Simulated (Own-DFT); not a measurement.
## Calculated data, Hf32O63 (monoclinic hafnia with one vacancy, atoms displaced)

All values are calculated (Own-DFT development build). A calculation, not a measurement: plane-wave PBE density functional theory by an unreviewed code, no spin, of a simulated periodic cell, stress positive in tension, free energy of the whole cell less one offset for each atom, defect cell not probed for a lower state with spin; hafnium file: forces about 75 meV/angstrom off all-electron values; oxygen file: force components 24 meV/angstrom off all-electron in one glass; forces on such cells passed a denser k mesh, this cell's mesh not checked; offsets are fitted by least squares, one for each functional and potential file, so energies compare only between cells with the same atoms and settings and are not formation energies; the far tail of each file's local potential was reset to the Coulomb form; each entry is a single point on an unrelaxed cell, so the pressure reflects the starting lattice, mostly measured values, from which strain is counted, and rises with the displacements; printed positions are rounded, which can move forces by about a meV/angstrom; the program is a retired in-house code; no spin-orbit coupling; before rounding, a Quantum ESPRESSO 7.3.1 run of the same cell and cutoff gave forces within 1 meV/angstrom rms on each cell, which checks the program and not the settings.

Settings shared by all entries: functional PBE; potential files PseudoDojo norm-conserving, scalar-relativistic, standard set; wave cutoff 72 hartree; occupations Fermi-Dirac; smearing width 0.1 eV; k mesh 2 x 2 x 2 centred on Gamma.

(1) Hf32O63 (monoclinic hafnia with one vacancy, atoms displaced)

```
cell vectors (Å)
  10.2340     0.0000     0.0000
   0.0000    10.3500     0.0000
  -1.6955     0.0000    10.4453
atoms (fractions of the cell vectors)
Hf  0.13850  0.01976  0.08717
Hf  0.36167  0.26206  0.13530
Hf  0.35741  0.48420  0.39515
Hf  0.13550  0.23371  0.35459
O   0.04726  0.15260  0.18013
O   0.46505  0.41028  0.08334
O   0.46193  0.33124  0.32131
O   0.04057  0.07339  0.42127
O   0.22461  0.36715  0.24094
O   0.27918  0.12756  0.00280
O   0.27242  0.10110  0.26718
O   0.22296  0.37217  0.48967
Hf  0.12921  0.02231  0.60401
Hf  0.34909  0.28475  0.65705
Hf  0.35666  0.47843  0.89044
Hf  0.13911  0.23255  0.85066
O   0.04555  0.15701  0.67067
O   0.46753  0.40732  0.58239
O   0.46525  0.31591  0.82146
O   0.03890  0.09248  0.93101
O   0.21887  0.37667  0.75304
O   0.27299  0.12094  0.51207
O   0.27328  0.11837  0.76488
O   0.22496  0.36610  0.99836
Hf  0.12993  0.51593  0.09935
Hf  0.35672  0.76806  0.13701
Hf  0.35222  0.97585  0.38427
Hf  0.13829  0.72309  0.35044
O   0.04727  0.66573  0.17169
O   0.45190  0.92114  0.08320
O   0.45484  0.83754  0.32383
O   0.04365  0.58795  0.43614
O   0.21988  0.87779  0.23984
O   0.26725  0.63349  0.02404
O   0.25654  0.61421  0.25451
O   0.23222  0.86989  0.48707
Hf  0.12834  0.50665  0.60188
Hf  0.36142  0.77244  0.65209
Hf  0.36243  0.96429  0.89514
Hf  0.13398  0.73729  0.84598
O   0.02658  0.66231  0.66399
O   0.45982  0.91502  0.57538
O   0.47674  0.84278  0.83794
O   0.03686  0.57509  0.93236
O   0.23748  0.87198  0.74959
O   0.26585  0.64058  0.50243
O   0.27484  0.62215  0.75412
O   0.21151  0.86575  0.97241
Hf  0.64688  0.01214  0.09970
Hf  0.88618  0.27748  0.14919
Hf  0.86770  0.48052  0.39058
Hf  0.64573  0.21861  0.35656
O   0.53580  0.16702  0.17259
O   0.95356  0.41272  0.06929
O   0.95846  0.32185  0.32582
O   0.53597  0.10310  0.42873
O   0.72330  0.37448  0.25294
O   0.77531  0.13415  0.99992
O   0.77777  0.10938  0.27406
O   0.71609  0.38356  0.47682
Hf  0.63752  0.02737  0.59363
Hf  0.85778  0.26687  0.65049
Hf  0.86233  0.49059  0.88973
Hf  0.63273  0.23267  0.85683
O   0.96874  0.41418  0.57482
O   0.97637  0.34112  0.82336
O   0.53439  0.08799  0.90492
O   0.73645  0.37558  0.73797
O   0.76399  0.12091  0.50988
O   0.77110  0.13221  0.75838
O   0.71733  0.36712  0.98847
Hf  0.63701  0.51972  0.09578
Hf  0.86489  0.77942  0.15416
Hf  0.85334  0.97966  0.39192
Hf  0.63096  0.72702  0.36276
O   0.53598  0.66750  0.17933
O   0.95616  0.92129  0.08094
O   0.96592  0.82949  0.32612
O   0.54774  0.59543  0.42077
O   0.71073  0.87034  0.24323
O   0.76718  0.63274  0.99632
O   0.77053  0.61954  0.25331
O   0.71759  0.87195  0.48761
Hf  0.64161  0.51995  0.60854
Hf  0.85585  0.77157  0.64992
Hf  0.86001  0.96938  0.89515
Hf  0.63535  0.72767  0.84254
O   0.54849  0.66133  0.67596
O   0.96405  0.93407  0.57212
O   0.95919  0.84425  0.82390
O   0.53856  0.58654  0.92133
O   0.73781  0.88775  0.73645
O   0.78032  0.63799  0.51790
O   0.78396  0.62595  0.75631
O   0.71693  0.87604  0.98387
```

It finds free energy of cell above offsets -81.196 eV; pressure 9.43 GPa; stress xx -10 GPa; stress yy -9.02 GPa; stress zz -9.26 GPa; stress yz 0.84 GPa; stress xz -0.42 GPa; stress xy -0.1 GPa.

Force:
```tsv
element	x (eV/Å)	y (eV/Å)	z (eV/Å)
Hf	0.739	-0.522	3.486
Hf	0.725	0.478	3.274
Hf	1.635	-1.775	-0.937
Hf	2.687	-3.648	1.121
O	-1.768	1.85	-0.672
O	0.457	1.391	-2.058
O	-0.597	1.203	0.928
O	-0.926	1.171	-0.983
O	-0.89	0.693	-0.153
O	-0.254	-0.559	0.464
O	-0.276	3.792	-3.057
O	-0.343	0.77	0.332
Hf	4.868	-1.908	-1.914
Hf	1.684	-4.582	-3.376
Hf	0.893	-0.029	2.423
Hf	0.244	-2.097	1.449
O	-3.877	4.432	1.457
O	0.429	1.644	-0.452
O	-2.709	3.74	1.236
O	-1.809	-0.488	-1.753
O	0.283	1.441	-0.75
O	0.04	2.152	0.518
O	0.468	-0.087	-0.086
O	0.042	0.739	-1.533
Hf	1.982	-0.526	2.096
Hf	0.812	0.715	3.51
Hf	0.281	-0.365	3.558
Hf	0.73	2.633	1.06
O	-3.619	0.85	-0.94
O	1.038	0.312	-1.039
O	1.572	-1.52	-0.158
O	-2.238	-1.472	-2.004
O	-0.281	-1.27	-1.937
O	0.562	-1.695	-3.17
O	2.761	-1.169	1.189
O	-1.331	-0.546	0.498
Hf	1.927	3.549	0.541
Hf	0.51	0.461	-3.428
Hf	0.045	5.212	0.447
Hf	-0.707	-2.785	-0.517
O	0.416	0.765	1.717
O	1.543	0.126	1.074
O	1.072	-2.475	-1.681
O	0.161	1.922	-2.522
O	-1.347	-0.016	-1.555
O	2.22	-1.787	1.541
O	0.02	-0.783	1.228
O	0.199	1.111	2.033
Hf	-1.928	2.345	0.168
Hf	-4.77	-4.408	-1.349
Hf	-2.643	0.557	0.179
Hf	-1.431	4.176	-2.086
O	1.31	-1.649	-0.649
O	1.972	2.247	-0.292
O	0.794	1.302	1.497
O	-2.728	-2.737	0.719
O	1.586	0.763	-2.43
O	0.326	-0.943	2.208
O	-0.03	1.301	-3.03
O	1.098	-0.701	2.012
Hf	-2.878	-1.295	2.097
Hf	0.803	-0.371	-0.418
Hf	-1.007	-1.983	0.378
Hf	2.752	-1.5	-0.135
O	-2.148	-1.824	-0.415
O	-1.195	0.225	-0.529
O	-1.081	-2.223	1.57
O	-0.937	1.882	-0.013
O	3.247	1.97	0.297
O	0.448	-1.229	-0.458
O	0.541	1.765	0.207
Hf	-0.328	-0.619	2.16
Hf	-0.513	-2.325	-0.112
Hf	2.396	-2.337	1.877
Hf	2.647	4.071	-3.125
O	-0.938	-0.351	-1.436
O	0.656	0.036	-0.733
O	-1.097	0.458	-0.06
O	-5.225	-5.712	2.831
O	1.562	1.247	-1.484
O	1.232	0.135	0.791
O	1.156	-0.379	0.653
O	0.291	0.446	0.698
Hf	1.077	-1.785	-2.221
Hf	1.746	1.033	-2.931
Hf	-1.767	4.762	0.871
Hf	1.023	0.766	2.704
O	-2.483	1.181	-0.793
O	-2.838	-3.178	1.097
O	3.481	-2.68	0.01
O	-2.108	-0.88	-0.785
O	-2.21	-0.238	0.215
O	-0.049	-1.351	-0.916
O	-0.222	-0.413	0.405
O	0.335	-0.604	0.246
```

(2) Hf32O63 (monoclinic hafnia with one vacancy, atoms displaced)

```
cell vectors (Å)
  10.2340     0.0000     0.0000
   0.0000    10.3500     0.0000
  -1.6955     0.0000    10.4453
atoms (fractions of the cell vectors)
Hf  0.13715  0.01811  0.10898
Hf  0.36549  0.26214  0.14490
Hf  0.37141  0.46911  0.39224
Hf  0.13099  0.23518  0.34844
O   0.02244  0.16795  0.18179
O   0.45578  0.40610  0.07225
O   0.47525  0.33148  0.32681
O   0.06116  0.08878  0.43248
O   0.21405  0.37658  0.22246
O   0.27872  0.12329  0.01216
O   0.28217  0.11906  0.26266
O   0.22489  0.36271  0.49455
Hf  0.12079  0.01714  0.59530
Hf  0.35982  0.26135  0.63631
Hf  0.36048  0.48529  0.88286
Hf  0.14677  0.24523  0.86360
O   0.03888  0.16758  0.67105
O   0.47204  0.42671  0.58077
O   0.47556  0.32876  0.82026
O   0.04655  0.07352  0.90543
O   0.23070  0.37703  0.74713
O   0.27597  0.12804  0.51235
O   0.27490  0.12241  0.76454
O   0.21750  0.37971  0.99202
Hf  0.14008  0.52711  0.11832
Hf  0.35873  0.77089  0.13960
Hf  0.35635  0.98405  0.39882
Hf  0.14227  0.72843  0.35033
O   0.03934  0.67207  0.17909
O   0.46705  0.92977  0.06425
O   0.46246  0.83557  0.33419
O   0.23920  0.88654  0.23774
O   0.28327  0.63476  0.00034
O   0.27621  0.61557  0.25995
O   0.21778  0.88040  0.48671
Hf  0.13624  0.51077  0.60874
Hf  0.35779  0.76691  0.64341
Hf  0.36553  0.97247  0.89642
Hf  0.13537  0.73155  0.83791
O   0.03905  0.67716  0.67041
O   0.46130  0.90432  0.57528
O   0.45992  0.82857  0.81767
O   0.03626  0.57058  0.92146
O   0.23310  0.88033  0.74799
O   0.28742  0.62032  0.51693
O   0.26791  0.61562  0.74571
O   0.22770  0.87046  0.99730
Hf  0.63252  0.02541  0.10795
Hf  0.84351  0.27473  0.14920
Hf  0.86705  0.49531  0.40178
Hf  0.63683  0.22528  0.34537
O   0.54861  0.16478  0.17051
O   0.96690  0.41481  0.06000
O   0.98269  0.33540  0.32696
O   0.54241  0.07869  0.43029
O   0.72657  0.38373  0.24006
O   0.77958  0.11881  0.01068
O   0.76868  0.12059  0.25592
O   0.71828  0.37510  0.49023
Hf  0.63652  0.02071  0.59280
Hf  0.86513  0.25990  0.65566
Hf  0.87220  0.48643  0.89902
Hf  0.63810  0.22158  0.85653
O   0.54021  0.16737  0.67108
O   0.95503  0.42707  0.57384
O   0.97493  0.34798  0.82832
O   0.53357  0.08888  0.93236
O   0.73057  0.37988  0.74163
O   0.77015  0.12374  0.51888
O   0.76880  0.11638  0.76017
O   0.71468  0.38975  0.99721
Hf  0.63209  0.53213  0.11182
Hf  0.86020  0.76720  0.14271
Hf  0.85331  0.97428  0.39626
Hf  0.63591  0.73073  0.35999
O   0.54310  0.66449  0.17449
O   0.95053  0.91003  0.09019
O   0.97456  0.84163  0.32037
O   0.54080  0.58746  0.42430
O   0.72555  0.87646  0.23865
O   0.78300  0.60946  0.00935
O   0.78067  0.62393  0.24526
O   0.72050  0.88590  0.48481
Hf  0.64195  0.51693  0.59585
Hf  0.86018  0.76878  0.64560
Hf  0.86650  0.97844  0.89667
Hf  0.64185  0.71654  0.85581
O   0.53275  0.67641  0.67152
O   0.95931  0.91134  0.57760
O   0.96037  0.83996  0.82585
O   0.52443  0.59695  0.92005
O   0.73314  0.88461  0.74061
O   0.77585  0.64014  0.51067
O   0.79282  0.63397  0.76830
O   0.71576  0.87574  0.98544
```

It finds free energy of cell above offsets -82.730 eV; pressure 7.79 GPa; stress xx -7.98 GPa; stress yy -7.71 GPa; stress zz -7.67 GPa; stress yz -0.68 GPa; stress xz -0.36 GPa; stress xy 0.7 GPa.

Force:
```tsv
element	x (eV/Å)	y (eV/Å)	z (eV/Å)
Hf	-0.76	0.991	-1.273
Hf	-1.107	0.702	-1.63
Hf	-1.33	1.755	1.776
Hf	3.334	-1.564	0.122
O	1.057	-1.694	-1.543
O	1.224	1.324	0.312
O	-1.301	0.14	-0.483
O	-4.372	-1.113	-2.483
O	1.715	-1.044	2.622
O	-0.444	1.095	1.15
O	-0.442	0.951	-0.716
O	0.568	1.458	-0.581
Hf	3.091	0.304	3.892
Hf	0.943	-0.203	3.017
Hf	0.677	-1.748	1.952
Hf	-0.632	-2.73	-0.864
O	-1.079	1.059	-0.033
O	-1.407	-1.321	-1.123
O	-1.802	1.696	0.305
O	-0.798	0.241	1.89
O	-0.229	0.066	-1.416
O	1.596	-0.347	-0.097
O	0.569	0.539	-0.439
O	1.095	-0.141	-0.288
Hf	-0.622	-1.937	-4.744
Hf	1.145	1.005	0.06
Hf	0.531	-0.752	1.155
Hf	-0.519	0.669	2.094
O	-0.098	-0.241	-0.275
O	-1.405	-3.47	3.21
O	1.153	-1.013	-0.977
O	-1.247	-1.042	-0.086
O	-0.573	-0.292	0.704
O	1.008	0.706	0.433
O	-0.098	-1.808	-0.456
Hf	0.833	0.91	-1.178
Hf	0.726	1.111	0.098
Hf	-0.518	1.533	-2.291
Hf	-0.214	0.542	2.835
O	-0.151	-1.295	-1.381
O	0.857	1.63	-0.795
O	0.895	0.261	1.642
O	3.702	3.936	0.029
O	-1.738	-0.845	-1.125
O	-1.501	-0.222	-1.96
O	0.043	0.002	1.444
O	-0.675	-0.17	-0.219
Hf	3.661	-3.582	-2.788
Hf	3.203	0.439	-2.673
Hf	0.125	-1.718	-1.097
Hf	1.072	0.515	3.269
O	-3.579	3.136	1.032
O	-0.183	-1.348	4.022
O	-5.251	3.917	0.104
O	-1.535	1.363	-3.388
O	-0.696	0.183	1.578
O	-0.315	2.034	0.757
O	1.446	-0.142	1.752
O	0.862	-0.444	-0.95
Hf	-1.59	-1.325	5.11
Hf	-0.587	1.374	0.394
Hf	-2.871	-2.079	-1.484
Hf	0.061	1.669	-0.226
O	-0.694	-0.127	-0.583
O	0.501	-0.121	0.394
O	0.663	-2.515	-1.698
O	0.035	0.352	-1.026
O	0.078	0.279	-0.317
O	2.498	1.42	-1.82
O	1.415	0.798	0.177
O	0.34	-3.28	-0.462
Hf	2.424	-5.026	-3.355
Hf	-1.524	-0.173	-0.469
Hf	1.899	0.549	-1.267
Hf	-0.391	2.002	-1.411
O	-3.477	3.681	1.391
O	3.505	3.045	-1.802
O	-0.681	-0.053	1.297
O	-1.073	-1.018	-1.033
O	-0.184	-0.008	0.827
O	-1.483	3.574	1.037
O	-0.407	-0.677	3.146
O	0.066	-2.572	-0.606
Hf	-0.399	-0.174	2.993
Hf	-1.152	1.326	1.846
Hf	-1.306	0.701	-0.177
Hf	0.159	3.489	-1.286
O	2.238	-2.161	-0.101
O	0.024	0.696	-1.201
O	2.437	-2.101	0.048
O	-0.167	-1.333	1.243
O	-0.56	-0.655	-0.962
O	0.432	-0.839	-1.373
O	-1.012	-0.72	-1.119
O	0.272	-1.984	-0.027
```
